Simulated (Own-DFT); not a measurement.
## Calculated data, SiGe3 (diamond-structure random alloy, atoms displaced)

Computed with Own-DFT development build. A calculation, not a measurement: plane-wave density functional theory by an unreviewed code, no spin, of a simulated periodic cell, stress positive in tension, run twice, with PBE and with PBEsol, both on files made for PBE, so the change isn't that of files made for PBEsol, forces on such cells passed a denser k mesh, this cell's mesh not checked; the far tail of each file's local potential was reset to the Coulomb form; each entry is a single point on an unrelaxed cell, so the pressure reflects the starting lattice, mostly measured values (interpolated for alloys), from which strain is counted, and rises with the displacements; printed positions are rounded, which can move forces by about a meV/angstrom; the program, named Own-DFT, is a retired in-house code; no spin-orbit coupling; stress was not checked against mesh or cutoff.

SiGe3 (diamond-structure random alloy, atoms displaced)

```
SiGe3
1.0
     11.2025     0.0000     0.0000
      0.0000    11.2025     0.0000
      0.0000     0.0000    11.2025
Ge Si Ge Si Ge Si Ge Si Ge Si Ge Si Ge Si Ge Si Ge Si Ge Si Ge Si Ge Si Ge
3 2 1 1 5 1 3 1 1 1 3 2 1 1 13 1 11 2 3 1 2 2 1 1 1
Direct
  0.99813 0.99996 0.99758
  0.00497 0.25050 0.25029
  0.24875 0.99912 0.25169
  0.24724 0.25199 0.99878
  0.12470 0.12522 0.13080
  0.12509 0.37554 0.37496
  0.37312 0.12381 0.38454
  0.37358 0.37286 0.12729
  0.99955 0.00071 0.49814
  0.99708 0.25046 0.75239
  0.24983 0.99791 0.75347
  0.24955 0.24650 0.49708
  0.12582 0.12101 0.62016
  0.12375 0.37708 0.88027
  0.37353 0.13151 0.86990
  0.37602 0.37420 0.62407
  0.99970 0.50018 0.00428
  0.00211 0.75069 0.25088
  0.25390 0.49847 0.24602
  0.25103 0.74832 0.00356
  0.12678 0.62682 0.12546
  0.12619 0.87588 0.37153
  0.37871 0.62390 0.38048
  0.37646 0.87397 0.12707
  0.99749 0.49950 0.49999
  0.99813 0.74621 0.74916
  0.25311 0.49691 0.75075
  0.25200 0.75178 0.49952
  0.12561 0.61999 0.62063
  0.12353 0.87788 0.87569
  0.37482 0.62640 0.87390
  0.37868 0.86881 0.62224
  0.49484 0.00262 0.99847
  0.50200 0.25028 0.24520
  0.74849 0.00295 0.25148
  0.74827 0.24905 0.00121
  0.62225 0.12684 0.12338
  0.62326 0.37640 0.37948
  0.87173 0.12918 0.37466
  0.87429 0.37625 0.12345
  0.50179 0.99796 0.50580
  0.49961 0.25389 0.74665
  0.75042 0.99821 0.75270
  0.75134 0.25315 0.50176
  0.62639 0.13087 0.62297
  0.62280 0.37442 0.87448
  0.86952 0.11937 0.87765
  0.87872 0.37400 0.62870
  0.49990 0.49700 0.99963
  0.50068 0.75083 0.24440
  0.75386 0.50657 0.24778
  0.75272 0.74667 0.00199
  0.62715 0.62401 0.12370
  0.62342 0.87755 0.37359
  0.87503 0.61986 0.37458
  0.87266 0.87427 0.12518
  0.50341 0.49910 0.49769
  0.50311 0.74765 0.74841
  0.75217 0.49687 0.74633
  0.74657 0.75233 0.50597
  0.62234 0.62374 0.62064
  0.62789 0.87345 0.87558
  0.87077 0.62191 0.87442
  0.87658 0.87431 0.62007
```

- functional: PBE, then PBEsol
- potential files: PseudoDojo norm-conserving, scalar-relativistic, standard set
- wave cutoff: 42 hartree
- occupations: Fermi-Dirac
- smearing width: 0.1 eV
- k mesh: 3 x 3 x 3 centred on Gamma
- PBE pressure: 3.37 GPa
- PBE stress xx: -3.42 GPa
- PBE stress yy: -3.38 GPa
- PBE stress zz: -3.32 GPa
- PBE stress yz: -0.25 GPa
- PBE stress xz: 0 GPa
- PBE stress xy: 0.01 GPa
- PBEsol pressure: 0.66 GPa
- PBEsol stress xx: -0.71 GPa
- PBEsol stress yy: -0.67 GPa
- PBEsol stress zz: -0.61 GPa
- PBEsol stress yz: -0.24 GPa
- PBEsol stress xz: 0 GPa
- PBEsol stress xy: 0.01 GPa
- rms change of force components from PBE to PBEsol: 0.043 eV/Å

Force:
```csv
force element,PBE force x (eV/Å),PBE force y (eV/Å),PBE force z (eV/Å),PBEsol force x (eV/Å),PBEsol force y (eV/Å),PBEsol force z (eV/Å)
Ge,0.414,0.332,1.068,0.366,0.291,1
Ge,-0.861,0.22,-0.454,-0.842,0.219,-0.361
Ge,0.919,0.563,-0.268,0.85,0.503,-0.216
Si,-0.07,-0.585,0.69,-0.029,-0.536,0.634
Si,0.331,-0.047,-1.214,0.287,-0.082,-1.145
Ge,0.551,0.503,-0.285,0.493,0.445,-0.245
Si,0.751,-0.303,-1.269,0.733,-0.296,-1.238
Ge,-0.338,0,-0.64,-0.249,-0.007,-0.631
Ge,0.171,0.233,-0.186,0.125,0.188,-0.215
Ge,0.852,-1.007,0.045,0.79,-0.939,0.063
Ge,0.086,0.26,-1.135,0.113,0.227,-1.063
Ge,-0.247,0.179,0.559,-0.247,0.248,0.547
Si,-0.132,0.343,0.87,-0.129,0.335,0.849
Ge,-0.159,-0.033,-0.067,-0.151,-0.029,-0.136
Ge,-0.348,-0.067,0.589,-0.298,-0.103,0.537
Ge,-0.014,0.372,-0.735,-0.041,0.323,-0.665
Si,-0.588,0.301,-0.352,-0.492,0.307,-0.349
Ge,-0.433,-0.235,0.038,-0.409,-0.226,0.036
Si,-0.118,0.647,1.092,-0.148,0.604,1.031
Ge,0.217,0.795,-0.332,0.175,0.733,-0.349
Ge,-0.179,-0.869,0.234,-0.171,-0.771,0.222
Ge,-0.196,-0.159,0.565,-0.192,-0.152,0.544
Si,-0.196,-0.292,-0.99,-0.207,-0.203,-0.974
Si,-0.415,0.391,-0.326,-0.406,0.379,-0.318
Ge,0.246,-0.391,-0.106,0.245,-0.38,-0.105
Si,0.019,-0.085,0.184,0.057,-0.044,0.138
Ge,-0.437,0.196,-0.028,-0.42,0.189,-0.033
Ge,-0.21,-0.653,-0.474,-0.229,-0.599,-0.425
Ge,-0.017,0.69,0.807,0.01,0.639,0.75
Ge,-0.212,-1.14,-0.166,-0.173,-1.066,-0.132
Ge,0.192,-0.142,0.169,0.183,-0.143,0.163
Ge,-0.346,0.611,0.887,-0.332,0.59,0.861
Ge,0.034,-0.444,0.018,0.072,-0.388,-0.015
Ge,-0.679,-0.356,1.571,-0.626,-0.319,1.485
Ge,-0.028,-0.071,-0.32,-0.031,-0.064,-0.307
Ge,0.322,0.484,0.013,0.269,0.422,-0.021
Ge,0.235,-0.557,-0.029,0.228,-0.53,-0.031
Ge,0.397,0.149,-0.957,0.428,0.098,-0.96
Ge,0.515,-0.127,-0.079,0.499,-0.128,-0.074
Si,0.392,-0.059,0.099,0.34,-0.102,0.143
Ge,-0.236,0.593,-0.625,-0.199,0.541,-0.578
Ge,0.254,-0.274,0.136,0.242,-0.266,0.131
Ge,-0.211,0.005,-0.961,-0.201,0.013,-0.921
Ge,0.1,0.221,-0.095,0.093,0.207,-0.093
Ge,0.076,-0.734,0.599,0.071,-0.709,0.582
Ge,0.464,0.033,-0.11,0.442,0.025,-0.111
Ge,0.442,0.844,-0.164,0.423,0.811,-0.159
Ge,-0.148,0.004,-0.479,-0.154,0.005,-0.459
Ge,0.037,0.606,0.399,0.005,0.55,0.352
Ge,-0.042,-0.631,0.556,-0.008,-0.577,0.577
Ge,-0.746,-1.126,-0.34,-0.706,-1.087,-0.255
Si,-0.343,-0.295,-0.263,-0.334,-0.204,-0.254
Si,-0.066,0.282,-0.428,-0.108,0.237,-0.373
Ge,0.306,-0.576,0.386,0.269,-0.521,0.344
Ge,-0.174,1.57,0.691,-0.139,1.483,0.635
Ge,0.053,-0.088,-0.069,0.088,-0.047,-0.034
Si,-0.606,0.547,0.494,-0.591,0.442,0.485
Ge,0.225,-0.265,0.017,0.173,-0.22,0.049
Ge,-0.719,0.81,0.238,-0.694,0.712,0.225
Si,-0.067,-0.599,-0.905,-0.019,-0.533,-0.924
Si,0.47,-0.173,0.104,0.458,-0.174,0.191
Ge,-0.192,-0.295,0.57,-0.218,-0.244,0.511
Si,0.763,0.291,0.326,0.711,0.235,0.276
Ge,-0.057,-0.397,0.836,-0.048,-0.311,0.809
```
